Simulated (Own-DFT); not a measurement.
# Energy and forces against displacement in 4H SiC, 128 atoms (C64Si64)

These are calculations, not measurements. The program, named Own-DFT, is a retired in-house plane-wave density functional code that no person has reviewed. Each row is one single-point run on a periodic cell that was not relaxed, without spin or spin-orbit coupling.

Settings of every run: PBE; PseudoDojo norm-conserving scalar-relativistic files; cutoff 42 hartree; 3 x 3 x 3 k mesh centred on Gamma; Fermi-Dirac smearing of 0.1 eV.

Known limits, some of them of some rows only: some atoms lie very close together; forces on such cells passed a denser k mesh, each cell not checked; stress not checked against mesh or cutoff.

Cell vectors in Å: (12.331, 0.000, 0.000); (-6.165, 10.679, 0.000); (0.000, 0.000, 10.068). In each run every atom was moved at random and independently from its ideal site; u is the rms move along one axis. E is the free energy for each atom above the fitted value at u = 0, and F the rms of the force components.

| run | u (Å) | E (meV/atom) | F (eV/Å) | largest force (eV/Å) | P (GPa) |
|---|---|---|---|---|---|
| 1 | 0.0304 | 35.0 | 0.869 | 3.24 | 3.75 |
| 2 | 0.0307 | ? | ? | ? | ? |
| 3 | 0.0591 | 136.7 | 1.844 | 10.31 | 6.23 |
| 4 | 0.0614 | 138.9 | 1.771 | 6.84 | 6.12 |
| 5 | 0.1029 | 409.7 | 3.396 | 13.90 | 12.59 |
| 6 | 0.1039 | 413.3 | 3.482 | 17.41 | 12.61 |
| 7 | 0.1057 | 411.3 | 3.332 | 19.70 | 12.69 |

## Worked fit

For small independent moves the energy grows as E = (3/2) K u², with K the mean stiffness felt by one atom. The runs with u up to 0.11 Å give K = 25.3 ± 0.4 eV/Å², with residuals divided by u² + 0.0006 Å², since the noise grows with the moves. The scatter is 3.0 meV/atom at u = 0.05 Å. The forces follow F = G u with G = 31.2 eV/Å²; no force at u = 0 is resolved. G exceeds K because the moves of its neighbours add to the force on an atom, and stiffness differs between atoms. The pressure follows P = 2.94 + 892 u² GPa: at fixed volume, shortened bonds push harder than stretched ones pull.

## Withheld run

Question: what energy and rms force should run 2 give?

The fit gives 36 ± 2 meV/atom and about 0.96 eV/Å. The calculation gave 38.7 meV/atom and 0.912 eV/Å.
